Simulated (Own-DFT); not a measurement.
# Same atoms, different arrangement: Ga48P48, 96 atoms

All numbers below are calculated, not measured. They come from Own-DFT, an in-house plane-wave density functional program, since retired, whose code no person has reviewed. Each row is one single-point run on a periodic cell that was not relaxed, without spin or spin-orbit coupling.

Settings of every run: PBE; PseudoDojo norm-conserving scalar-relativistic files; cutoff 42 hartree; 2 x 3 x 3 k mesh centred on Gamma; Fermi-Dirac smearing of 0.1 eV.

Known limits, some of them of some rows only: not probed for a lower state with spin; forces on such cells failed a check on a denser k mesh; forces on such cells passed a denser k mesh, each cell not checked; stress not checked against mesh or cutoff.

All cells hold the same atoms in the same cell, with vectors in Å (16.352, 0.000, 0.000); (0.000, 10.901, 0.000); (0.000, 0.000, 10.901). Every atom was moved at random from its ideal site; u is the rms move along one axis. The defect's site can differ from row to row. E is the free energy of the cell above the lowest run. The arrangements:

- A: zincblende GaP
- B: zincblende GaP, with one Ga on a P site and one P on a Ga site, 2.4 Å apart

```
arrangement,u (Å),E (eV),P (GPa)
A,0.0189,0.000,2.70
A,0.0198,0.100,2.72
A,0.0199,0.085,2.71
A,0.0466,2.810,3.11
A,0.0466,3.044,3.16
A,0.0503,3.726,3.28
B,0.0301,3.968,2.94
B,0.0305,4.092,2.94
B,0.0311,3.888,2.91
B,0.0504,7.409,3.50
B,0.0520,6.956,3.39
B,0.0526,7.429,3.46
```

Question: once the cost of the random moves is taken out, how do the arrangements rank?

## Worked answer

Fit E = a + b u², with one b for all and one a for each arrangement, and with residuals divided by u², since the noise grows with the moves. Then b = 1726 eV/Å², the scatter at u = 0.04 Å is 0.21 eV, and against A:

- B: 3.01 ± 0.09 eV (higher)

These are energies of unrelaxed cells. Relaxing the atoms lowers the strained arrangements most, so the gaps would shrink and small ones could change sign.
